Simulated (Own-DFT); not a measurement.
# Which defects push the lattice out? 2H SiC

No measurement is shown. These are fixed-geometry runs of a retired plane-wave code named Own-DFT, which no person has reviewed; spin and spin-orbit coupling are neglected.

Settings: PBE; PseudoDojo norm-conserving scalar-relativistic files; cutoff 42 hartree; 4 x 4 x 3 k mesh centred on Gamma; Fermi-Dirac smearing of 0.1 eV.

Keep in mind (not all hold for every row): some atoms lie very close together; not probed for a lower state with spin; forces on such cells moved up to 12 meV/angstrom on a denser k mesh; forces on such cells passed a denser k mesh, each cell not checked; stress not checked against mesh or cutoff.

All runs share one cell, with vectors in Å (9.248, 0.000, 0.000); (-4.624, 8.009, 0.000); (0.000, 0.000, 10.068) and a volume of 745.7 Å³. The atoms are randomly displaced, by u rms on each axis. The defect's site can differ from row to row.

```
cell,formula,u (Å),P (GPa)
no defect,C36Si36,0.0284,3.83
no defect,C36Si36,0.0304,3.89
no defect,C36Si36,0.0639,6.60
one C vacancy,C35Si36,0.0293,3.59
one C vacancy,C35Si36,0.0299,3.81
one C vacancy,C35Si36,0.0310,?
one C vacancy,C35Si36,0.0321,4.12
one C on a Si site and one Si on a C site,C36Si36,0.0326,7.86
one C on a Si site and one Si on a C site,C36Si36,0.0497,8.36
one C on a Si site and one Si on a C site,C36Si36,0.0539,8.98
one Si on a C site,C35Si37,0.0317,10.61
one Si on a C site,C35Si37,0.0479,11.68
one Si on a C site,C35Si37,0.0487,11.94
two Al on a Si site each,Al2C36Si34,0.0308,6.01
two Al on a Si site each,Al2C36Si34,0.0466,7.21
two Al on a Si site each,Al2C36Si34,0.0536,7.56
```

## Working it out

P = P0 + c u² + a shift for each defect gives P0 = 3.21 GPa, c = 808 ± 57 GPa/Å² and a scatter of 0.20 GPa. The shifts, and each times the cell's volume:

- one Si on a C site: 6.68 ± 0.16 GPa, 31.1 eV
- one C on a Si site and one Si on a C site: 3.46 ± 0.16 GPa, 16.1 eV
- two Al on a Si site each: 2.10 ± 0.16 GPa, 9.8 eV (4.9 eV for each of its 2 sites)
- one C vacancy: -0.12 ± 0.17 GPa, -0.5 eV (not resolved)

Positive is outwards. The product with the volume (160.2 GPa Å³ to the eV) is nearly free of the cell's size; divided by the bulk modulus at the cell's pressure it gives the volume that the defect adds. The atoms around the defects weren't relaxed, which would change these numbers.

## Test on the hidden row

The question: what pressure belongs in the blank (one C vacancy, u = 0.0310 Å)?

From the fit: 3.86 ± 0.23 GPa. The calculation gave 4.06 GPa.
